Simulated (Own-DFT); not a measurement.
# Which defects push the lattice out? zincblende GaAs

Source: density functional calculations with Own-DFT, an unreviewed in-house program that is no longer used. Nothing was measured or relaxed, and spin and spin-orbit coupling are left out.

All runs used: PBE; PseudoDojo norm-conserving scalar-relativistic files; cutoff 42 hartree; 3 x 3 x 3 k mesh centred on Gamma; Fermi-Dirac smearing of 0.1 eV.

Known weak points (not all hold for every row): not probed for a lower state with spin; forces not confirmed at this smearing and k mesh; stress not checked against mesh or cutoff.

All runs share one cell, with vectors in Å (11.737, 0.000, 0.000); (0.000, 11.737, 0.000); (0.000, 0.000, 10.833) and a volume of 1492.4 Å³, strained against the parent crystal. u is the rms random offset of the atoms per axis. The defect's site can differ from row to row.

| cell | formula | u (Å) | P (GPa) |
|---|---|---|---|
| no defect | As32Ga32 | 0.0298 | 1.23 |
| no defect | As32Ga32 | 0.0498 | 1.57 |
| no defect | As32Ga32 | 0.0504 | 1.56 |
| one As vacancy and one Ga vacancy | As31Ga31 | 0.0295 | 0.97 |
| one As vacancy and one Ga vacancy | As31Ga31 | 0.0311 | 0.86 |
| one As vacancy and one Ga vacancy | As31Ga31 | 0.0496 | 1.40 |
| one Al on a Ga site | AlAs32Ga31 | 0.0311 | ? |
| one Al on a Ga site | AlAs32Ga31 | 0.0313 | 1.25 |
| one Al on a Ga site | AlAs32Ga31 | 0.0489 | 1.59 |
| one Al on a Ga site | AlAs32Ga31 | 0.0513 | 1.45 |

## Analysis

P = P0 + c u² + a shift for each defect gives P0 = 1.00 GPa, c = 227 ± 42 GPa/Å² and a scatter of 0.09 GPa. The shifts, and each times the cell's volume:

- one Al on a Ga site: -0.03 ± 0.08 GPa, -0.3 eV (not resolved)
- one As vacancy and one Ga vacancy: -0.25 ± 0.08 GPa, -2.3 eV

Positive is outwards. The product with the volume (160.2 GPa Å³ to the eV) is nearly free of the cell's size; divided by the bulk modulus at the cell's pressure it gives the volume that the defect adds. The atoms around the defects weren't relaxed, which would change these numbers.

## Prediction

Q: what pressure belongs in the blank (one Al on a Ga site, u = 0.0311 Å)?

Estimate: 1.19 ± 0.12 GPa. The hidden result is 1.26 GPa.
